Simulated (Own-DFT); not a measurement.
# Strain and stress in beta-Si3N4, 112 atoms (N64Si48)

Calculated results; nothing here was measured. The program, named Own-DFT, is a retired in-house plane-wave density functional code that no person has reviewed. Each row is one single-point run on a periodic cell that was not relaxed, without spin or spin-orbit coupling.

Settings of every run: PBE; PseudoDojo norm-conserving scalar-relativistic files; cutoff 42 hartree; 2 x 2 x 4 k mesh centred on Gamma; Fermi-Dirac smearing of 0.1 eV.

Known limits, some of them of some rows only: some atoms lie very close together; forces on such cells moved up to 12 meV/angstrom on a denser k mesh; stress not checked against mesh or cutoff.

Unstrained cell vectors in Å: (15.212, 0.000, 0.000); (-7.606, 13.174, 0.000); (0.000, 0.000, 5.818). The unstrained cell has measured lattice constants (interpolated for alloys), not those of this functional. That, the random moves and any unrelaxed bonds set the pressure at no strain. Each run strains this cell uniformly, with the atoms carried along. Every atom was also moved at random, by a Gaussian of width 0.05 Å on each axis. Strain is the symmetric tensor, in per cent. Stress is positive in tension, and the pressure is minus a third of its trace.

```
run  e_xx (%)  e_yy (%)  e_zz (%)  e_yz (%)  e_xz (%)  e_xy (%)  s_xx (GPa)  s_yy (GPa)  s_zz (GPa)  s_yz (GPa)  s_xz (GPa)  s_xy (GPa)  P (GPa)  E (meV/atom)
  1      0.53     -1.19      1.32      0.05     -0.35      1.52       -4.30      -14.82       -0.89       -0.20       -1.70        5.43     6.67          25.6
  2     -1.19      0.43      0.86      1.69     -1.97      1.11      -13.81       -4.78       -5.82        5.11       -7.94        5.00     8.14          22.0
  3      0.43      0.67      1.84      0.55     -0.93     -1.30       -2.67       -2.06        1.87        2.41       -2.46       -2.85     0.95           4.3
  4      0.98     -0.37     -1.92     -0.79      1.98      1.93       -4.59      -10.68      -23.87       -3.87        4.29        6.81    13.05          43.4
  5      0.25      1.25     -0.40     -0.11     -1.94     -1.87       -5.24       -1.10      -12.77       -1.51       -5.58       -8.32     6.37          28.1
  6     -1.60      1.26      1.97     -1.50      1.48      0.56      -15.41       -0.80        1.78       -5.28        4.40        1.04     4.81          28.0
  7     -0.21      0.12      0.55      0.10      0.79      1.88      -11.44       -5.67       -6.01       -0.88        3.55        7.40     7.71          29.5
  8      0.26     -1.64     -0.50      0.17     -1.28      0.58       -7.75      -18.47      -15.14        1.51       -4.38        4.06    13.79          37.5
  9      1.04      0.75     -1.51     -0.80     -1.20      0.79       -4.35       -2.90      -16.56       -3.48       -4.78        2.79     7.94           6.8
 10      1.29     -1.15      0.09      0.10      1.44      1.04       -0.33      -11.93       -9.64       -0.48        6.27        4.06     7.30           0.0
 11     -0.66     -0.19     -0.07     -1.61     -0.07     -1.61      -15.17      -10.88       -8.84       -4.76       -0.19       -6.92    11.63          37.2
 12      0.30     -1.59      1.42     -0.75     -1.34     -1.21       -5.07      -16.16       -2.35       -2.14       -5.46       -5.91     7.86          19.4
 13      1.42     -1.70      1.24      0.07      0.81      1.55       -0.27      -13.93       -3.01       -0.19        3.90        5.80     5.74          10.5
 14      1.07     -1.62     -0.48      1.97      0.69      1.13       -4.37      -17.16      -13.64        6.00        2.58        6.15    11.72          34.4
 15      1.66      0.77      0.42      1.37     -1.76     -1.34           ?           ?           ?           ?           ?           ?        ?             ?
```

E is the free energy for each atom above the lowest run shown.

## Worked fit

Each stress component was fitted by least squares to a constant and the strains of the runs shown, as fractions, with shears doubled. Shear strains stay in the fit of a normal stress only where such slopes are resolved. The slopes, in GPa:

```
stress  at no strain  per e_xx  per e_yy  per e_zz  scatter
  s_xx          -8.7  647 ± 55   77 ± 41  134 ± 35     1.34
  s_yy          -7.9  149 ± 43  615 ± 32   95 ± 28     1.05
  s_zz         -10.1   57 ± 55   69 ± 41  634 ± 35     1.35
```

Each shear stress against twice its own strain: yz 161 ± 10, xz 181 ± 17, xy 186 ± 16 GPa. These are stiffnesses along x, y and z of the frame in which the cell vectors are given, which need not be the crystal's axes. The atoms are held to the strained lattice; where symmetry lets them move under strain, relaxing them would lower some slopes. The table should be nearly symmetric about its diagonal, and what it lacks of that shows the noise. A ninth of its sum, 275 ± 11 GPa, estimates the bulk modulus near the mean pressure of these runs, 8.1 GPa, so it lies above the value at zero pressure.

## Withheld run

Question: what normal stresses and pressure should run 15 give?

The fit gives s_xx = 3.2, s_yy = -0.3, s_zz = -6.0 and P = 1.0 GPa. The calculation gave -1.13, -1.48, -3.75 and P = 2.12 GPa.
